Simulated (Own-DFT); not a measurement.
# What a defect does to the pressure of its cell: wurtzite GaN

Everything here is calculated. The program is Own-DFT (plane waves, in-house, since retired, never reviewed by a person); positions were held fixed, and spin and spin-orbit coupling were off.

Settings: PBE; PseudoDojo norm-conserving scalar-relativistic files; cutoff 42 hartree; 4 x 4 x 3 k mesh centred on Gamma; Fermi-Dirac smearing of 0.1 eV.

Limits (not all hold for every row): not probed for a lower state with spin; forces not confirmed at this smearing and k mesh; stress not checked against mesh or cutoff.

All runs share one cell, with vectors in Å (9.567, 0.000, 0.000); (-4.784, 8.285, 0.000); (0.000, 0.000, 10.370) and a volume of 822.0 Å³. Atoms were moved at random from their sites; u is the rms move along one axis. The defect's site can differ from row to row.

| cell | formula | u (Å) | P (GPa) |
|---|---|---|---|
| no defect | Ga36N36 | 0.0194 | 5.93 |
| no defect | Ga36N36 | 0.0468 | 7.34 |
| no defect | Ga36N36 | 0.0526 | 7.88 |
| one N on a Ga site | Ga35N37 | 0.0285 | 5.41 |
| one N on a Ga site | Ga35N37 | 0.0311 | ? |
| one N on a Ga site | Ga35N37 | 0.0473 | 6.51 |
| one N on a Ga site | Ga35N37 | 0.0478 | 6.77 |
| one Ga on an N site | Ga37N35 | 0.0286 | 11.99 |
| one Ga on an N site | Ga37N35 | 0.0466 | 12.86 |
| one Ga on an N site | Ga37N35 | 0.0510 | 12.83 |

## Working it out

P = P0 + c u² + a shift for each defect gives P0 = 5.74 GPa, c = 734 ± 77 GPa/Å² and a scatter of 0.19 GPa. The shifts, and each times the cell's volume:

- one Ga on an N site: 5.45 ± 0.16 GPa, 28.0 eV
- one N on a Ga site: -0.82 ± 0.16 GPa, -4.2 eV

Positive is outwards. The product with the volume (160.2 GPa Å³ to the eV) is nearly free of the cell's size; divided by the bulk modulus at the cell's pressure it gives the volume that the defect adds. The atoms around the defects weren't relaxed, which would change these numbers.

## The run left out

Question: what pressure belongs in the blank (one N on a Ga site, u = 0.0311 Å)?

Estimate: 5.63 ± 0.23 GPa. The run itself gave 5.55 GPa.
